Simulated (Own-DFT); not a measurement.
# What random displacements cost in beta-Si3N4, 42 atoms (N24Si18)

These are calculations, not measurements. They come from Own-DFT, an in-house plane-wave density functional program, since retired, whose code no person has reviewed. Each row is one single-point run on a periodic cell that was not relaxed, without spin or spin-orbit coupling.

Settings of every run: PBE; PseudoDojo norm-conserving scalar-relativistic files; cutoff 42 hartree; 3 x 3 x 3 k mesh centred on Gamma; Fermi-Dirac smearing of 0.1 eV.

Known limits, some of them of some rows only: some atoms lie very close together; forces on such cells passed a denser k mesh, each cell not checked; stress not checked against mesh or cutoff.

Cell vectors in Å: (7.606, 0.000, 0.000); (-3.803, 6.587, 0.000); (0.000, 0.000, 8.727). In each run every atom was moved at random and independently from its ideal site; u is the rms move along one axis. E is the free energy for each atom above the fitted value at u = 0, and F the rms of the force components.

```
run   u (Å)  E (meV/atom)  F (eV/Å)  largest force (eV/Å)  P (GPa)
  1  0.0189          22.0     0.949                  2.79     5.52
  2  0.0197          16.2     0.822                  2.91     5.50
  3  0.0205          15.9     0.823                  2.78     5.54
  4  0.0469         119.8     2.134                  8.08     7.97
  5  0.0539         120.6     2.069                  8.00     7.82
  6  0.0978             ?         ?                     ?        ?
  7  0.1078         551.1     5.183                 22.80    18.21
  8  0.1082         561.7     5.045                 21.45    20.67
  9  0.1505        1229.4    10.780                 59.29    38.34
```

## Worked fit

For small independent moves the energy grows as E = (3/2) K u², with K the mean stiffness felt by one atom. The runs with u up to 0.11 Å give K = 31.7 ± 1.9 eV/Å², with residuals divided by u² + 0.0006 Å², since the noise grows with the moves. The scatter is 14.1 meV/atom at u = 0.05 Å. The forces follow F = G u with G = 44.6 eV/Å²; no force at u = 0 is resolved. G exceeds K because the moves of its neighbours add to the force on an atom, and stiffness differs between atoms. At u = 0.150 Å the parabola gives 1076 meV/atom and the run 1229. The pressure follows P = 4.94 + 1239 u² GPa: at fixed volume, shortened bonds push harder than stretched ones pull.

## Withheld run

Question: what energy and rms force should run 6 give?

The fit gives 455 ± 54 meV/atom and about 4.36 eV/Å. The calculation gave 585.2 meV/atom and 6.153 eV/Å. This run lies off the fit, by chance or by something that the fit leaves out.
